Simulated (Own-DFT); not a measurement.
# What a defect does to the pressure of its cell: zincblende GaAs

No measurement is shown. These are fixed-geometry runs of a retired plane-wave code named Own-DFT, which no person has reviewed; spin and spin-orbit coupling are neglected.

Method: PBE; PseudoDojo norm-conserving scalar-relativistic files; cutoff 42 hartree; 3 x 3 x 3 k mesh centred on Gamma; Fermi-Dirac smearing of 0.1 eV.

Keep in mind (not all hold for every row): not probed for a lower state with spin; forces not confirmed at this smearing and k mesh; stress not checked against mesh or cutoff.

All runs share one cell, with vectors in Å (11.737, 0.000, 0.000); (0.000, 11.737, 0.000); (0.000, 0.000, 10.919) and a volume of 1504.3 Å³, strained against the parent crystal. Atoms were moved at random from their sites; u is the rms move along one axis. The defect's site can differ from row to row.

```
                             cell     formula   u (Å)  P (GPa)
                        no defect    As32Ga32  0.0286     0.74
                        no defect    As32Ga32  0.0294     0.77
                        no defect    As32Ga32  0.0542     1.09
              one P on an As site   As31Ga32P  0.0269     0.48
              one P on an As site   As31Ga32P  0.0294     0.51
              one P on an As site   As31Ga32P  0.0532     0.95
              one In on a Ga site  As32Ga31In  0.0302     1.35
              one In on a Ga site  As32Ga31In  0.0320     1.34
              one In on a Ga site  As32Ga31In  0.0469     1.62
one As vacancy and one Ga vacancy    As31Ga31  0.0291     0.52
one As vacancy and one Ga vacancy    As31Ga31  0.0329        ?
one As vacancy and one Ga vacancy    As31Ga31  0.0477     0.69
one As vacancy and one Ga vacancy    As31Ga31  0.0486     0.62
              one Al on a Ga site  AlAs32Ga31  0.0295     0.71
              one Al on a Ga site  AlAs32Ga31  0.0300     0.70
              one Al on a Ga site  AlAs32Ga31  0.0478     0.98
```

## Fit

P = P0 + c u² + a shift for each defect gives P0 = 0.59 GPa, c = 180 ± 17 GPa/Å² and a scatter of 0.05 GPa. The shifts, and each times the cell's volume:

- one In on a Ga site: 0.60 ± 0.04 GPa, 5.6 eV
- one Al on a Ga site: -0.03 ± 0.04 GPa, -0.3 eV (not resolved)
- one P on an As site: -0.21 ± 0.04 GPa, -1.9 eV
- one As vacancy and one Ga vacancy: -0.31 ± 0.04 GPa, -2.9 eV

Positive is outwards. The product with the volume (160.2 GPa Å³ to the eV) is nearly free of the cell's size; divided by the bulk modulus at the cell's pressure it gives the volume that the defect adds. The atoms around the defects weren't relaxed, which would change these numbers.

## Prediction

The question: what pressure belongs in the blank (one As vacancy and one Ga vacancy, u = 0.0329 Å)?

The fit gives 0.47 ± 0.06 GPa. Computed: 0.46 GPa.
